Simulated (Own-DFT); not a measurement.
# Response to strain: beta-Si3N4, 112 atoms (N64Si48)

Calculated, not measured: single-point runs of Own-DFT, a retired in-house plane-wave DFT program that no person has reviewed, on unrelaxed cells, without spin or spin-orbit coupling.

Common settings: PBE; PseudoDojo norm-conserving scalar-relativistic files; cutoff 42 hartree; 2 x 2 x 4 k mesh centred on Gamma; Fermi-Dirac smearing of 0.1 eV.

Limits: forces on such cells moved up to 12 meV/angstrom on a denser k mesh; stress not checked against mesh or cutoff.

Unstrained cell vectors in Å: (15.212, 0.000, 0.000); (-7.606, 13.174, 0.000); (0.000, 0.000, 5.818). The unstrained cell has measured lattice constants (interpolated for alloys), not those of this functional. That, the random moves and any unrelaxed bonds set the pressure at no strain. The cell is deformed uniformly in each run, and the atoms keep their fractional places. Random moves of width 0.05 Å per axis were added to every atom. Strain is the symmetric tensor, in per cent. Stress is positive in tension, and the pressure is minus a third of its trace.

| run | e_xx (%) | e_yy (%) | e_zz (%) | e_yz (%) | e_xz (%) | e_xy (%) | s_xx (GPa) | s_yy (GPa) | s_zz (GPa) | s_yz (GPa) | s_xz (GPa) | s_xy (GPa) | P (GPa) | E (meV/atom) |
|---|---|---|---|---|---|---|---|---|---|---|---|---|---|---|
| 1 | 1.26 | -0.71 | -1.53 | 1.65 | -1.58 | -0.63 | -3.37 | -13.09 | -18.85 | 5.97 | -6.49 | -1.42 | 11.77 | 49.3 |
| 2 | -0.13 | -0.23 | -0.07 | 1.40 | 0.02 | -1.50 | -8.95 | -7.68 | -11.77 | 5.60 | -1.16 | -5.70 | 9.47 | 40.8 |
| 3 | -0.94 | -0.18 | 0.40 | 1.89 | 1.95 | 1.37 | -11.86 | -10.25 | -8.75 | 5.82 | 6.94 | 4.30 | 10.28 | 41.6 |
| 4 | 0.17 | 0.47 | 1.72 | -0.99 | 1.53 | 0.40 | -5.16 | -4.17 | 1.19 | -2.87 | 4.52 | 2.79 | 2.71 | 38.6 |
| 5 | -1.53 | 1.97 | -0.88 | 1.60 | -0.19 | -0.25 | -12.28 | -0.94 | -15.68 | 6.54 | -0.07 | 0.77 | 9.64 | 35.6 |
| 6 | 1.39 | 0.54 | 1.07 | 0.67 | 0.38 | -1.23 | 2.59 | -1.18 | -1.73 | 2.21 | 1.57 | -3.91 | 0.11 | 0.0 |
| 7 | 1.61 | 0.64 | 0.58 | 0.88 | -0.16 | -0.61 | 4.62 | -1.74 | -5.16 | 2.70 | -1.31 | -2.63 | 0.76 | 11.1 |
| 8 | -0.20 | 0.70 | -0.78 | 1.63 | 0.67 | 1.84 | -7.35 | -3.92 | -18.67 | 6.06 | 4.21 | 7.76 | 9.98 | 56.0 |
| 9 | -1.29 | -1.98 | 1.35 | 1.47 | -0.73 | 1.97 | -17.01 | -16.10 | -6.05 | 4.59 | -1.04 | 5.79 | 13.05 | 59.0 |
| 10 | 1.13 | 0.12 | -0.99 | -0.86 | -0.33 | -0.68 | -1.01 | -6.66 | -16.26 | -3.80 | 0.28 | -1.31 | 7.98 | 22.8 |
| 11 | -0.56 | 1.31 | -0.61 | -1.67 | -0.68 | 0.00 | -8.85 | -2.09 | -13.85 | -6.45 | -1.18 | 0.03 | 8.26 | 34.0 |
| 12 | -1.73 | 0.92 | 0.33 | -0.82 | -0.93 | 0.46 | -17.70 | -4.09 | -8.56 | -2.44 | -2.08 | 1.64 | 10.12 | 55.8 |
| 13 | 0.86 | 0.12 | 0.11 | -1.76 | 1.19 | -0.12 | -2.21 | -5.48 | -8.64 | -5.80 | 3.71 | -0.85 | 5.44 | 16.6 |
| 14 | -0.59 | -1.09 | 0.17 | 1.29 | 0.42 | 0.45 | -10.15 | -15.78 | -13.11 | 5.66 | 1.45 | 0.37 | 13.01 | 58.0 |
| 15 | -0.94 | 0.95 | 1.37 | -1.65 | 0.75 | 0.32 | -6.34 | -2.67 | -3.31 | -5.33 | 2.40 | -0.93 | 4.11 | 12.4 |
| 16 | 0.21 | 0.86 | -1.38 | 0.31 | -0.36 | -0.71 | -4.08 | -6.44 | -17.90 | 1.98 | -1.85 | -2.08 | 9.47 | 22.7 |
| 17 | -1.03 | 1.92 | 1.12 | -0.23 | -1.93 | 1.41 | -7.58 | 1.30 | -2.85 | -0.45 | -6.69 | 6.04 | 3.04 | 36.7 |
| 18 | -1.73 | 1.41 | 0.21 | 1.78 | 0.62 | 0.41 | ? | ? | ? | ? | ? | ? | ? | ? |

E is the free energy per atom, counted from the lowest run shown.

## Working it out

Each stress component was fitted by least squares to a constant and the strains of the runs shown, as fractions, with shears doubled. Shear strains stay in the fit of a normal stress only where such slopes are resolved. The slopes, in GPa:

| stress | at no strain | per e_xx | per e_yy | per e_zz | scatter |
|---|---|---|---|---|---|
| s_xx | -6.9 | 566 ± 36 | 191 ± 37 | 92 ± 38 | 1.49 |
| s_yy | -7.8 | 118 ± 30 | 500 ± 31 | 135 ± 31 | 1.23 |
| s_zz | -11.0 | 113 ± 29 | 112 ± 30 | 635 ± 31 | 1.20 |

The slope of each shear stress on twice its own strain, from a fit on all six strains: yz 178 ± 7, xz 170 ± 12, xy 191 ± 15 GPa. These are stiffnesses along x, y and z of the frame in which the cell vectors are given, with the crystal's c axis along z: C11, C12, C13 and C33. Hexagonal symmetry asks that xx and yy behave alike, which is a second check on the noise. The atoms are held to the strained lattice; where symmetry lets them move under strain, relaxing them would lower some slopes. The table should be nearly symmetric about its diagonal, and what it lacks of that shows the noise. A ninth of the table's sum, 274 ± 7 GPa, estimates the bulk modulus near the mean pressure of these runs, 7.6 GPa, so it lies above the value at zero pressure.

## Check

Question: what normal stresses and pressure should run 18 give?

From the fit: s_xx = -13.8, s_yy = -2.5, s_zz = -10.0 and P = 8.8 GPa. The calculation gave -13.85, -2.01, -10.22 and P = 8.69 GPa.
